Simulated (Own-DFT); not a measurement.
# Response to strain: wurtzite GaN, 72 atoms (Ga36N36)

These are calculations, not measurements. They come from Own-DFT, an in-house plane-wave density functional program, since retired, whose code no person has reviewed. Each row is one single-point run on a periodic cell that was not relaxed, without spin or spin-orbit coupling.

Settings of every run: PBE; PseudoDojo norm-conserving scalar-relativistic files (stringent for Ga); cutoff 96 hartree; 4 x 4 x 3 k mesh centred on Gamma; Gaussian smearing of 0.01 eV.

Known limits: forces not confirmed at this smearing and k mesh; stress not checked against mesh or cutoff.

Unstrained cell vectors in Å: (9.567, 0.000, 0.000); (-4.784, 8.285, 0.000); (0.000, 0.000, 10.370). The unstrained cell has measured lattice constants (interpolated for alloys), not those of this functional. That, the random moves and any unrelaxed bonds set the pressure at no strain. Each run strains this cell uniformly, with the atoms carried along. Every atom was also moved at random, by a Gaussian of width 0.05 Å on each axis. Strain is the symmetric tensor, in per cent. Stress is positive in tension, and the pressure is minus a third of its trace.

| run | e_xx (%) | e_yy (%) | e_zz (%) | s_xx (GPa) | s_yy (GPa) | s_zz (GPa) | P (GPa) | E (meV/atom) |
|---|---|---|---|---|---|---|---|---|
| 1 | 0.00 | 0.00 | -1.00 | -6.49 | -8.24 | -11.67 | 8.80 | 10.5 |
| 2 | 0.00 | 0.00 | -1.75 | -7.66 | -8.56 | -16.39 | 10.87 | 28.9 |
| 3 | 0.00 | 0.00 | 2.50 | -5.02 | -4.48 | 2.39 | 2.37 | 10.1 |
| 4 | 0.00 | 0.00 | 1.25 | -5.81 | -6.65 | -2.09 | 4.85 | 15.0 |
| 5 | 0.00 | 0.00 | 0.50 | -4.89 | -7.86 | -4.49 | 5.74 | 0.0 |
| 6 | 0.00 | 0.00 | 3.00 | -5.07 | -4.97 | 3.97 | 2.02 | 21.6 |
| 7 | 0.00 | 0.00 | 1.00 | -6.04 | -6.39 | -2.15 | 4.86 | 1.2 |
| 8 | 0.00 | 0.00 | -1.50 | -8.73 | -8.57 | -12.92 | 10.07 | 18.7 |
| 9 | 0.00 | 0.00 | 2.00 | ? | ? | ? | ? | ? |

E is the free energy for each atom above the lowest run shown.

## Worked fit

The change of volume is close to e_xx + e_yy + e_zz. A straight line through the runs shown gives P = 7.14 - 187 x (fractional change of volume) GPa, with an error of 8 on the slope and a scatter of 0.39 GPa. The strain isn't the same on all axes and the cell isn't cubic, so the slope belongs to this path and is not the bulk modulus.

## Withheld run

Question: what pressure should run 9 give? Its volume changes by 2.00 %.

The line gives 3.4 GPa. The calculation gave 3.28 GPa.
